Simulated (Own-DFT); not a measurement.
# Computed records: Hf₃₆O₇₁ (tetragonal hafnia with one neutral oxygen vacancy, atoms displaced)

All values are calculated (Own-DFT development build). A calculation, not a measurement: plane-wave PBE and HSE06 DFT by an unreviewed code, no spin, of a simulated cell at Gamma alone, so results move with cell size and shape, stress positive in tension, energies less offsets, not probed for a lower state with spin; hafnium file: forces about 75 meV/angstrom off all-electron values; oxygen file: force components 24 meV/angstrom off all-electron in a glass; k mesh not checked against a denser one; forces and stress are PBE's, HSE06 gives the energy alone, and its difference from PBE has offsets of its own; offsets are fitted by least squares, one for each functional and potential file, so energies compare only between cells with the same atoms and settings and are not formation energies; the far tail of each file's local potential was reset to the Coulomb form; each entry is a single point on an unrelaxed cell, so the pressure reflects the starting lattice, taken from the Materials Project, from which strain is counted, and rises with the displacements; printed positions are rounded, which can move forces by about a meV/angstrom; the program is a retired in-house code; no spin-orbit coupling.

## Hf₃₆O₇₁ (tetragonal hafnia with one neutral oxygen vacancy, atoms displaced)

```xyz
107
Lattice="10.7800 0.0000 0.0000 0.0000 10.7800 0.0000 0.0000 0.0000 10.4493" Properties=species:S:1:pos:R:3 Hf36O71
Hf    10.7605    10.7574    10.3243
Hf     1.8302     1.8682     2.6074
O     10.7720     1.7374     1.6146
O      1.8165     0.0636     3.5792
O      0.0436     1.8746     4.2838
O      1.8160     0.0667     0.9899
Hf     0.0088    10.7765     5.2024
Hf     1.7900     1.7075     7.8042
O     10.7447     1.7366     6.8038
O      1.7379     0.0268     8.8463
O     10.7167     1.8262     9.4912
O      1.7273     0.0201     6.2218
Hf    10.7300     3.5123    10.3781
Hf     1.7339     5.5371     2.6953
O     10.6195     5.3829     1.6193
O      1.9136     3.5710     3.7610
O      0.0919     5.4058     4.3730
O      1.8149     3.4925     0.9971
Hf     0.0486     3.6708     5.3014
Hf     1.8265     5.4223     7.8760
O      0.1417     5.3447     6.8037
O      1.8907     3.5851     8.8780
O     10.7549     5.4523     9.5423
O      1.7642     3.6466     6.0985
Hf    10.7267     7.1521    10.3513
Hf     1.8690     9.0517     2.6468
O     10.6397     8.7981     1.8415
O      1.7910     7.2137     3.6732
O      0.1071     9.0016     4.2562
O      1.8169     7.0237     0.9919
Hf    10.7509     7.1803     5.2097
Hf     1.7291     8.8123     7.7702
O      0.0262     8.8754     6.7242
O      1.8185     7.2116     8.9120
O     10.7230     9.0095     9.4773
O      1.8802     7.3401     6.3398
Hf     3.6183     0.2160    10.3338
Hf     5.3330     1.7036     2.5843
O      3.5905     1.7176     1.5515
O      5.3499    10.7592     3.6293
O      3.6288     1.8594     4.2031
O      5.3847    10.7440     1.0514
Hf     3.4840    10.7714     5.2181
Hf     5.3088     1.7332     7.8558
O      3.6271     1.8309     6.8949
O      3.6215     1.8012     9.4102
O      5.4234     0.0219     6.1766
Hf     3.6091     3.5762     0.1190
Hf     5.2518     5.3006     2.6786
O      3.4967     5.3468     1.5457
O      5.3795     3.6318     3.5216
O      3.5711     5.2733     4.0369
O      5.4217     3.5280     1.0805
Hf     3.4930     3.4529     5.3051
Hf     5.4374     5.4357     7.8138
O      3.6175     5.3779     6.8824
O      5.3452     3.6334     8.9517
O      3.6660     5.6632     9.4032
O      5.2623     3.5971     6.2265
Hf     3.6755     7.2222    10.3904
Hf     5.3569     9.0114     2.7631
O      3.4980     8.9975     1.5578
O      5.5319     7.0559     3.6375
O      3.5510     8.9188     4.1809
O      5.3964     7.2703     1.0142
Hf     3.7650     7.1217     5.1535
Hf     5.3903     9.1011     7.6606
O      3.6088     8.9793     6.7730
O      5.3305     7.4102     8.8914
O      3.6007     8.8093     9.3343
O      5.4923     7.1706     6.3230
Hf     7.2090     0.1209    10.2614
Hf     8.9625     1.8425     2.5984
O      7.2440     1.7845     1.6286
O      8.9725     0.0743     3.5663
O      7.0130     1.7295     4.2019
O      8.8912     0.0455     0.9764
Hf     7.2777    10.7592     5.2555
Hf     8.8176     1.8455     7.7953
O      7.2439     1.7429     6.8219
O      8.8405    10.6917     8.9679
O      7.2054     1.8326     9.3634
O      9.0429    10.7651     6.3091
Hf     7.0338     3.6459     0.0606
Hf     9.1612     5.2924     2.4717
O      7.3236     5.4727     1.6333
O      9.0339     3.5759     3.6633
O      7.1636     5.3017     4.3064
O      9.0623     3.5354     1.1954
Hf     7.2430     3.6715     5.2149
Hf     9.0362     5.4739     7.8214
O      7.1496     5.3421     6.8417
O      8.8350     3.5652     8.9336
O      7.1846     5.4421     9.3775
O      9.0540     3.5004     6.1978
Hf     7.1612     7.2139     0.0760
Hf     8.9289     9.0837     2.5376
O      7.0284     9.0082     1.5977
O      8.9641     7.1495     3.5230
O      7.1422     9.0246     4.1932
O      8.8332     7.1478     1.0272
Hf     7.1116     7.2332     5.1502
Hf     9.0559     9.0065     7.8271
O      7.1985     8.9891     6.8072
O      8.9715     7.1341     8.7105
O      7.2215     9.0277     9.3571
O      8.9156     7.0735     6.1917
```

| Item | Value |
| --- | --- |
| first functional | PBE |
| second functional | HSE06 |
| exact exchange share | 0.25 |
| screening | 0.11 1/bohr |
| exchange divergence | Gygi-Baldereschi |
| potential files | PseudoDojo norm-conserving, scalar-relativistic, made for PBE, standard set |
| wave cutoff | 48 hartree |
| occupations | fixed |
| k mesh | 1 x 1 x 1 centred on Gamma |
| PBE energy of cell above offsets | -88.062 eV |
| HSE06 less PBE above offsets | 0.489 eV |
| PBE pressure | 5.66 GPa |
| PBE stress xx | -5.54 GPa |
| PBE stress yy | -6.04 GPa |
| PBE stress zz | -5.4 GPa |
| PBE stress yz | -0.23 GPa |
| PBE stress xz | 0.82 GPa |
| PBE stress xy | -0.15 GPa |

Force:
| element | x (eV/Å) | y (eV/Å) | z (eV/Å) |
| --- | --- | --- | --- |
| Hf | 0.123 | 2.183 | 3.266 |
| Hf | -2.089 | 0.472 | -0.171 |
| O | 0.52 | 0.175 | 0.121 |
| O | 0.795 | -0.267 | 1.172 |
| O | 0.327 | -1.323 | -0.437 |
| O | -1.069 | -0.615 | -0.758 |
| Hf | -0.957 | 1.629 | -0.888 |
| Hf | -1.919 | 1.01 | 0.126 |
| O | 0.904 | 0.265 | 1.525 |
| O | 0.037 | -0.499 | -0.299 |
| O | 0.25 | -1.365 | -1.671 |
| O | 1.559 | 0.2 | 0.389 |
| Hf | -0.142 | 0.727 | 2.256 |
| Hf | 1.166 | -1.469 | -1.427 |
| O | 10.22 | 0.829 | -4.477 |
| O | -1.101 | 0.509 | -2.421 |
| O | 0.203 | 0.245 | -2.623 |
| O | -1.118 | -0.083 | 0.16 |
| Hf | -1.945 | -2.322 | -1.982 |
| Hf | 1.89 | -0.032 | 0.55 |
| O | -1.669 | 0.78 | 1.242 |
| O | -0.398 | 0.144 | -0.736 |
| O | -0.084 | -2.802 | -2.178 |
| O | 1.314 | -0.644 | 4.112 |
| Hf | 0.566 | 1.792 | 3.876 |
| Hf | -1.439 | -0.634 | -1.428 |
| O | 3.565 | 0.401 | -2.7 |
| O | 0.282 | 0.18 | 0.446 |
| O | -0.344 | 0.063 | 0.383 |
| O | -1.965 | 0.287 | 0.364 |
| Hf | -0.205 | 1.639 | -0.026 |
| Hf | 2.798 | 1.137 | 0.837 |
| O | -1.41 | 0.347 | 1.222 |
| O | -2.21 | -0.821 | -0.415 |
| O | -0.053 | -1.455 | -1.63 |
| O | 0.001 | -1.694 | -1.542 |
| Hf | -0.28 | -6.763 | 3.299 |
| Hf | 2.555 | 0.498 | 0.756 |
| O | 0.102 | 0.936 | -0.544 |
| O | -1.022 | 0.166 | 0.695 |
| O | 0.138 | -2.767 | -0.259 |
| O | -0.571 | 1.379 | -1.55 |
| Hf | 1.319 | -0.411 | -0.509 |
| Hf | 2.202 | 1.466 | 0.02 |
| O | -2.068 | -0.74 | -1.374 |
| O | 0.56 | 2.707 | -1.692 |
| O | -1.024 | 0.198 | 0.61 |
| Hf | -0.634 | 2.355 | -1.188 |
| Hf | 1.288 | 0.903 | -2.347 |
| O | 1.031 | -0.993 | 0.373 |
| O | 0.266 | -2.581 | 1.12 |
| O | 0.225 | 2.318 | 2.03 |
| O | -1.882 | 0.174 | 0.323 |
| Hf | 1.908 | 2.498 | -1.54 |
| Hf | -0.624 | 0.694 | 2.142 |
| O | -0.939 | 0.566 | -1.236 |
| O | 0.074 | -0.657 | -0.273 |
| O | -0.267 | -5.748 | -1.477 |
| O | 2.276 | -0.061 | 0.329 |
| Hf | 0.077 | 2.179 | 2.797 |
| Hf | 0.334 | -0.881 | -4.059 |
| O | 1.114 | -0.151 | 1.2 |
| O | -1.388 | 1.86 | 1.449 |
| O | 0.473 | 0.401 | 0.491 |
| O | -0.486 | -1.086 | 0.962 |
| Hf | -1.777 | -0.85 | 1.241 |
| Hf | -0.252 | -1.183 | 3.597 |
| O | -0.391 | 0.988 | -1.051 |
| O | 1.769 | -2.086 | -1.732 |
| O | -1.054 | 5.288 | -0.831 |
| O | -1.735 | 0.183 | -1.072 |
| Hf | -0.694 | -3.308 | 3.169 |
| Hf | 0.959 | 0.501 | 0.162 |
| O | -2.176 | 0.477 | -1.033 |
| O | 0.168 | -1.123 | 1.707 |
| O | 0.675 | 0.726 | 0.68 |
| O | 1.566 | -0.792 | -0.082 |
| Hf | -0.324 | 1.255 | -0.736 |
| Hf | 3.544 | 0.2 | 1.356 |
| O | -3.257 | -0.138 | -1 |
| O | 2.005 | 1.703 | -2.198 |
| O | -1.16 | 1.02 | -0.323 |
| O | -0.239 | -0.679 | -0.171 |
| Hf | 3.369 | 1.137 | -1.109 |
| Hf | -10.25 | 0.536 | 6.415 |
| O | -2.872 | -1.667 | -0.885 |
| O | -0.4 | 0.319 | 0.651 |
| O | -0.251 | 2.128 | -0.583 |
| O | -0.633 | 0.027 | -2.485 |
| Hf | -0.915 | -1.989 | 0.223 |
| Hf | -1.6 | -2.649 | -0.951 |
| O | 1.631 | -0.755 | -0.239 |
| O | 1.452 | 1.078 | -0.67 |
| O | -0.501 | -0.294 | 0.823 |
| O | -1.35 | 0.521 | 1.578 |
| Hf | -2.12 | 0.736 | -0.942 |
| Hf | -2.678 | -1.295 | 0.592 |
| O | 1.514 | -0.17 | 0.55 |
| O | 0.409 | 0.847 | 1.209 |
| O | -0.168 | -0.12 | 0.138 |
| O | 3.349 | 0.979 | -1.404 |
| Hf | 2.646 | -1.619 | -0.37 |
| Hf | -2.266 | 0.127 | 0.061 |
| O | 1.19 | 0.213 | -0.911 |
| O | 1 | 2.35 | 1.481 |
| O | -0.225 | -0.079 | 0.409 |
| O | 0.886 | 0.019 | -0.054 |
